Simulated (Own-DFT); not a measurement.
# Point defects and the pressure they add: 4H SiC

Calculated, not measured: single-point runs of Own-DFT, a retired in-house plane-wave DFT program that no person has reviewed, on unrelaxed cells, without spin or spin-orbit coupling.

Common settings: PBE; PseudoDojo norm-conserving scalar-relativistic files; cutoff 42 hartree; 4 x 4 x 3 k mesh centred on Gamma; Fermi-Dirac smearing of 0.1 eV.

Limits (not all hold for every row): some atoms lie very close together; not probed for a lower state with spin; forces on such cells passed a denser k mesh, each cell not checked; stress not checked against mesh or cutoff.

All runs share one cell, with vectors in Å (9.248, 0.000, 0.000); (-4.624, 8.009, 0.000); (0.000, 0.000, 10.068) and a volume of 745.7 Å³. u is the rms random offset of the atoms per axis. The defect's site can differ from row to row.

```
cell,formula,u (Å),P (GPa)
no defect,C36Si36,0.0290,3.69
no defect,C36Si36,0.0617,6.72
no defect,C36Si36,0.0638,6.61
one C on a Si site and one Si on a C site,C36Si36,0.0290,7.39
one C on a Si site and one Si on a C site,C36Si36,0.0495,8.19
one C on a Si site and one Si on a C site,C36Si36,0.0509,8.89
two Al on a Si site each,Al2C36Si34,0.0322,5.78
two Al on a Si site each,Al2C36Si34,0.0511,6.85
two Al on a Si site each,Al2C36Si34,0.0515,7.39
two N on a C site each,C34N2Si36,0.0300,2.69
two N on a C site each,C34N2Si36,0.0304,?
two N on a C site each,C34N2Si36,0.0498,4.34
two N on a C site each,C34N2Si36,0.0540,4.65
one Al on a Si site and one N on a C site,AlC35NSi35,0.0466,5.21
one Al on a Si site and one N on a C site,AlC35NSi35,0.0500,5.33
one Al on a Si site and one N on a C site,AlC35NSi35,0.0501,5.20
```

## Working it out

P = P0 + c u² + a shift for each defect gives P0 = 3.06 GPa, c = 902 ± 70 GPa/Å² and a scatter of 0.25 GPa. The shifts, and each times the cell's volume:

- one C on a Si site and one Si on a C site: 3.33 ± 0.21 GPa, 15.5 eV
- two Al on a Si site each: 1.72 ± 0.21 GPa, 8.0 eV (4.0 eV for each of its 2 sites)
- one Al on a Si site and one N on a C site: 0.04 ± 0.21 GPa, 0.2 eV (not resolved)
- two N on a C site each: -1.06 ± 0.21 GPa, -4.9 eV (-2.5 eV for each of its 2 sites)

Against the defect-free cell, a freed cell would be larger where the shift is positive and smaller where it is negative (160.2 GPa Å³ is 1 eV). The atoms around the defects weren't relaxed, which would change these numbers.

## Prediction

Q: what pressure belongs in the blank (two N on a C site each, u = 0.0304 Å)?

The fit gives 2.83 ± 0.30 GPa. The calculation gave 2.89 GPa.
